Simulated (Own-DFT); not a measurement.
# Point defects and the pressure they add: zincblende GaAs

Source: density functional calculations with Own-DFT, an unreviewed in-house program that is no longer used. Nothing was measured or relaxed, and spin and spin-orbit coupling are left out.

Settings: PBE; PseudoDojo norm-conserving scalar-relativistic files; cutoff 42 hartree; 3 x 3 x 3 k mesh centred on Gamma; Fermi-Dirac smearing of 0.1 eV.

Keep in mind (not all hold for every row): not probed for a lower state with spin; forces not confirmed at this smearing and k mesh; stress not checked against mesh or cutoff.

All runs share one cell, with vectors in Å (10.862, 0.000, 0.000); (0.000, 10.862, 0.000); (0.000, 0.000, 11.796) and a volume of 1391.7 Å³, strained against the parent crystal. The atoms are randomly displaced, by u rms on each axis. The defect's site can differ from row to row.

| cell | formula | u (Å) | P (GPa) |
|---|---|---|---|
| no defect | As32Ga32 | 0.0278 | 6.62 |
| no defect | As32Ga32 | 0.0307 | 6.66 |
| no defect | As32Ga32 | 0.0432 | 6.94 |
| one Al on a Ga site | AlAs32Ga31 | 0.0273 | 6.61 |
| one Al on a Ga site | AlAs32Ga31 | 0.0299 | 6.64 |
| one Al on a Ga site | AlAs32Ga31 | 0.0501 | 7.03 |
| one P on an As site | As31Ga32P | 0.0306 | 6.42 |
| one P on an As site | As31Ga32P | 0.0505 | 6.89 |
| one P on an As site | As31Ga32P | 0.0520 | 6.71 |
| one In on a Ga site | As32Ga31In | 0.0266 | 7.36 |
| one In on a Ga site | As32Ga31In | 0.0288 | 7.41 |
| one In on a Ga site | As32Ga31In | 0.0298 | ? |
| one In on a Ga site | As32Ga31In | 0.0300 | 7.43 |
| one As vacancy and one Ga vacancy | As31Ga31 | 0.0302 | 6.00 |
| one As vacancy and one Ga vacancy | As31Ga31 | 0.0511 | 6.26 |
| one As vacancy and one Ga vacancy | As31Ga31 | 0.0527 | 6.31 |

## Analysis

P = P0 + c u² + a shift for each defect gives P0 = 6.48 GPa, c = 216 ± 24 GPa/Å² and a scatter of 0.06 GPa. The shifts, and each times the cell's volume:

- one In on a Ga site: 0.75 ± 0.05 GPa, 6.5 eV
- one Al on a Ga site: -0.02 ± 0.05 GPa, -0.1 eV (not resolved)
- one P on an As site: -0.25 ± 0.06 GPa, -2.2 eV
- one As vacancy and one Ga vacancy: -0.74 ± 0.06 GPa, -6.4 eV

A positive shift means that the defect pushes the cell outwards. Shift times volume (160.2 GPa Å³ is 1 eV) depends little on the cell's size, so, taken for each site, it can be compared between cells at like pressure. The atoms around the defects weren't relaxed, which would change these numbers.

## The run left out

Question: what pressure belongs in the blank (one In on a Ga site, u = 0.0298 Å)?

From the fit: 7.42 ± 0.07 GPa. The run itself gave 7.45 GPa.
